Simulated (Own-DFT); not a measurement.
# What a defect does to the pressure of its cell: L1_0 TiAl

Everything here is calculated. The program is Own-DFT (plane waves, in-house, since retired, never reviewed by a person); positions were held fixed, and spin and spin-orbit coupling were off.

Common settings: PBEsol; PseudoDojo norm-conserving scalar-relativistic files, made for PBE; cutoff 42 hartree; 4 x 4 x 4 k mesh centred on Gamma; cold (Marzari-Vanderbilt) smearing of 0.2 eV.

Keep in mind: forces on such cells failed a check on a denser k mesh; stress not checked against mesh or cutoff.

All runs share one cell, with vectors in Å (5.622, 5.622, 0.000); (-5.622, 5.622, 0.000); (0.000, 0.000, 8.133) and a volume of 514.0 Å³. Atoms were moved at random from their sites; u is the rms move along one axis. The defect's site can differ from row to row.

```
cell,formula,u (Å),P (GPa)
no defect,Al16Ti16,0.0165,-1.70
no defect,Al16Ti16,0.0228,-1.64
no defect,Al16Ti16,0.0515,-1.05
two Al vacancies,Al14Ti16,0.0280,-3.34
two Al vacancies,Al14Ti16,0.0326,-3.31
two Al vacancies,Al14Ti16,0.0486,-2.95
two Al vacancies,Al14Ti16,0.0490,?
one Ti vacancy,Al16Ti15,0.0276,-2.24
one Ti vacancy,Al16Ti15,0.0303,-2.25
one Ti vacancy,Al16Ti15,0.0319,-2.21
```

## Fit

P = P0 + c u² + a shift for each defect gives P0 = -1.77 GPa, c = 269 ± 12 GPa/Å² and a scatter of 0.03 GPa. The shifts, and each times the cell's volume:

- one Ti vacancy: -0.70 ± 0.02 GPa, -2.3 eV
- two Al vacancies: -1.80 ± 0.02 GPa, -5.8 eV (-2.9 eV for each of its 2 sites)

Against the defect-free cell, a freed cell would be larger where the shift is positive and smaller where it is negative (160.2 GPa Å³ is 1 eV). The atoms around the defects weren't relaxed, which would change these numbers.

## Check

Q: what pressure belongs in the blank (two Al vacancies, u = 0.0490 Å)?

From the fit: -2.93 ± 0.03 GPa. The hidden result is -2.93 GPa.
